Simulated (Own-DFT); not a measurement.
# One host, several defects: C40 NbSi2

Source: density functional calculations with Own-DFT, an unreviewed in-house program that is no longer used. Nothing was measured or relaxed, and spin and spin-orbit coupling are left out.

Method: PBE; PseudoDojo norm-conserving scalar-relativistic files; cutoff 42 hartree; 4 x 4 x 5 k mesh centred on Gamma; cold (Marzari-Vanderbilt) smearing of 0.2 eV.

Keep in mind: forces on such cells failed a check on a denser k mesh; stress not checked against mesh or cutoff.

All runs share one cell, with vectors in Å (0.000, 8.324, 0.000); (-9.613, 0.000, 0.000); (0.000, 0.000, 6.586) and a volume of 527.0 Å³. The atoms are randomly displaced, by u rms on each axis. The defect's site can differ from row to row.

| cell | formula | u (Å) | P (GPa) |
|---|---|---|---|
| no defect | Nb12Si24 | 0.0191 | 1.48 |
| no defect | Nb12Si24 | 0.0516 | 2.76 |
| no defect | Nb12Si24 | 0.0540 | 3.19 |
| two Nb on a Si site each | Nb14Si22 | 0.0266 | 7.41 |
| two Nb on a Si site each | Nb14Si22 | 0.0275 | 7.69 |
| two Nb on a Si site each | Nb14Si22 | 0.0548 | 8.64 |
| two Nb vacancies | Nb10Si24 | 0.0285 | -0.08 |
| two Nb vacancies | Nb10Si24 | 0.0294 | 0.23 |
| two Nb vacancies | Nb10Si24 | 0.0462 | 0.02 |
| two Nb vacancies | Nb10Si24 | 0.0500 | ? |
| one Si vacancy | Nb12Si23 | 0.0282 | 1.00 |
| one Si vacancy | Nb12Si23 | 0.0318 | 0.89 |
| one Si vacancy | Nb12Si23 | 0.0507 | 1.95 |
| two Si on a Nb site each | Nb10Si26 | 0.0277 | 1.55 |
| two Si on a Nb site each | Nb10Si26 | 0.0299 | 1.53 |
| two Si on a Nb site each | Nb10Si26 | 0.0471 | 2.44 |

## What the rows give

P = P0 + c u² + a shift for each defect gives P0 = 1.45 GPa, c = 517 ± 74 GPa/Å² and a scatter of 0.25 GPa. The shifts, and each times the cell's volume:

- two Nb on a Si site each: 5.69 ± 0.21 GPa, 18.7 eV (9.4 eV for each of its 2 sites)
- two Si on a Nb site each: -0.28 ± 0.21 GPa, -0.9 eV (-0.5 eV for each of its 2 sites) (not resolved)
- one Si vacancy: -0.93 ± 0.21 GPa, -3.0 eV
- two Nb vacancies: -2.05 ± 0.21 GPa, -6.8 eV (-3.4 eV for each of its 2 sites)

Positive is outwards. The product with the volume (160.2 GPa Å³ to the eV) is nearly free of the cell's size; divided by the bulk modulus at the cell's pressure it gives the volume that the defect adds. The atoms around the defects weren't relaxed, which would change these numbers.

## Prediction

Question: what pressure belongs in the blank (two Nb vacancies, u = 0.0500 Å)?

Estimate: 0.69 ± 0.31 GPa. The calculation gave 0.94 GPa.
